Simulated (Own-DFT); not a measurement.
# Strain and stress in diamond silicon, 64 atoms (Si64)

Calculated results; nothing here was measured. They come from Own-DFT, an in-house plane-wave density functional program, since retired, whose code no person has reviewed. Each row is one single-point run on a periodic cell that was not relaxed, without spin or spin-orbit coupling.

Settings of every run: PBE; PseudoDojo norm-conserving scalar-relativistic files; cutoff 20 hartree; 3 x 3 x 3 k mesh centred on Gamma; Fermi-Dirac smearing of 0.1 eV.

Known limits: k mesh not checked against a denser one; stress not checked against mesh or cutoff.

Unstrained cell vectors in Å: (10.862, 0.000, 0.000); (0.000, 10.862, 0.000); (0.000, 0.000, 10.862). The unstrained cell has measured lattice constants (interpolated for alloys), not those of this functional. That, the random moves and any unrelaxed bonds set the pressure at no strain. Each run strains this cell uniformly, with the atoms carried along. Every atom was also moved at random, by a Gaussian of width 0.05 Å on each axis. Strain is the symmetric tensor, in per cent. Stress is positive in tension, and the pressure is minus a third of its trace.

| run | e_xx (%) | e_yy (%) | e_zz (%) | e_yz (%) | e_xz (%) | e_xy (%) | s_xx (GPa) | s_yy (GPa) | s_zz (GPa) | s_yz (GPa) | s_xz (GPa) | s_xy (GPa) | P (GPa) | E (meV/atom) |
|---|---|---|---|---|---|---|---|---|---|---|---|---|---|---|
| 1 | -1.28 | -1.74 | 0.57 | 0.45 | -0.31 | 1.26 | -5.54 | -6.08 | -3.78 | 1.97 | -0.77 | 3.04 | 5.13 | 26.2 |
| 2 | 0.76 | -0.29 | -1.87 | -1.40 | -0.48 | 1.29 | -2.95 | -4.17 | -5.45 | -2.52 | -1.37 | 2.80 | 4.19 | 29.6 |
| 3 | -0.83 | 0.26 | 1.79 | 1.11 | -0.27 | 1.68 | -2.59 | -1.82 | -0.29 | 1.36 | -0.33 | 3.57 | 1.57 | 15.1 |
| 4 | -1.70 | 0.06 | 0.25 | 0.44 | -1.42 | 0.53 | -4.89 | -3.37 | -3.18 | 0.66 | -2.45 | 1.53 | 3.81 | 10.6 |
| 5 | 0.16 | 1.55 | 0.83 | 0.64 | 0.98 | 0.91 | -0.74 | 0.55 | -0.12 | 1.34 | 1.60 | 1.86 | 0.11 | 0.0 |
| 6 | 0.74 | -1.83 | 0.19 | -1.30 | -1.18 | 0.45 | -2.66 | -4.64 | -3.12 | -1.84 | -2.69 | 0.77 | 3.47 | 22.7 |
| 7 | 0.43 | 1.99 | 1.17 | 1.56 | 0.26 | 0.52 | -0.03 | 1.29 | 0.47 | 3.04 | 0.43 | 0.70 | -0.58 | 12.6 |
| 8 | 2.00 | 0.18 | 0.57 | 1.31 | 1.59 | 1.04 | 0.66 | -0.92 | -0.59 | 2.88 | 2.83 | 2.04 | 0.29 | 19.5 |
| 9 | -0.68 | -1.26 | 0.00 | -1.52 | -1.31 | -1.88 | -5.16 | -5.63 | -4.58 | -3.15 | -3.99 | -4.47 | 5.12 | 53.0 |
| 10 | 0.66 | 1.43 | -1.04 | 0.28 | -1.02 | 0.89 | -1.35 | -0.57 | -2.82 | 0.65 | -2.63 | 1.98 | 1.58 | 8.6 |
| 11 | 1.60 | 1.79 | 1.65 | 1.57 | 1.91 | 1.40 | 1.50 | 1.69 | 1.49 | 2.93 | 3.13 | 2.38 | -1.56 | 16.3 |
| 12 | 0.06 | 1.94 | 0.87 | -1.99 | 0.01 | 0.47 | -0.84 | 0.67 | -0.31 | -4.52 | 0.12 | 0.40 | 0.16 | 20.6 |
| 13 | 1.77 | 1.41 | 0.33 | 0.38 | -1.56 | 1.12 | 0.91 | 0.60 | -0.40 | 0.59 | -3.30 | 1.80 | -0.37 | 23.0 |
| 14 | -1.56 | -0.29 | -1.65 | -1.66 | 1.11 | -1.65 | -6.89 | -5.87 | -6.91 | -3.95 | 2.50 | -4.16 | 6.56 | 45.0 |
| 15 | 1.27 | 0.86 | 1.44 | 0.24 | 0.52 | -1.49 | 0.53 | 0.18 | 0.79 | 0.01 | 1.14 | -3.35 | -0.50 | 10.7 |
| 16 | -0.27 | 1.45 | -1.89 | 0.49 | 1.39 | 1.26 | -3.36 | -1.77 | -4.87 | 1.05 | 2.70 | 2.72 | 3.33 | 19.8 |
| 17 | 1.96 | -1.06 | 0.63 | -0.91 | -0.19 | 0.10 | 0.28 | -2.54 | -1.04 | -1.57 | 0.35 | -0.71 | 1.10 | 8.1 |
| 18 | -1.05 | -0.47 | 1.77 | 1.05 | 1.43 | -1.39 | ? | ? | ? | ? | ? | ? | ? | ? |

E is the free energy for each atom above the lowest run shown.

## Worked fit

Each stress component was fitted by least squares to a constant and the strains of the runs shown, as fractions, with shears doubled. Shear strains stay in the fit of a normal stress only where such slopes are resolved. The slopes, in GPa:

```
stress,at no strain,per e_xx,per e_yy,per e_zz,scatter
s_xx,-2.8,154 ± 6,66 ± 5,65 ± 6,0.28
s_yy,-2.8,67 ± 7,154 ± 6,65 ± 7,0.30
s_zz,-2.8,63 ± 6,64 ± 5,155 ± 6,0.27
```

Each shear stress against twice its own strain: yz 104 ± 6, xz 103 ± 8, xy 111 ± 4 GPa. These are stiffnesses along x, y and z of the frame in which the cell vectors are given, which need not be the crystal's axes. The atoms are held to the strained lattice; where symmetry lets them move under strain, relaxing them would lower some slopes. The table should be nearly symmetric about its diagonal, and what it lacks of that shows the noise. A ninth of its sum, 95 ± 3 GPa, estimates the bulk modulus near the mean pressure of these runs, 2.0 GPa, so it lies above the value at zero pressure.

## Withheld run

Question: what normal stresses and pressure should run 18 give?

The fit gives s_xx = -3.6, s_yy = -3.1, s_zz = -1.1 and P = 2.6 GPa. The calculation gave -3.78, -3.23, -1.35 and P = 2.79 GPa.
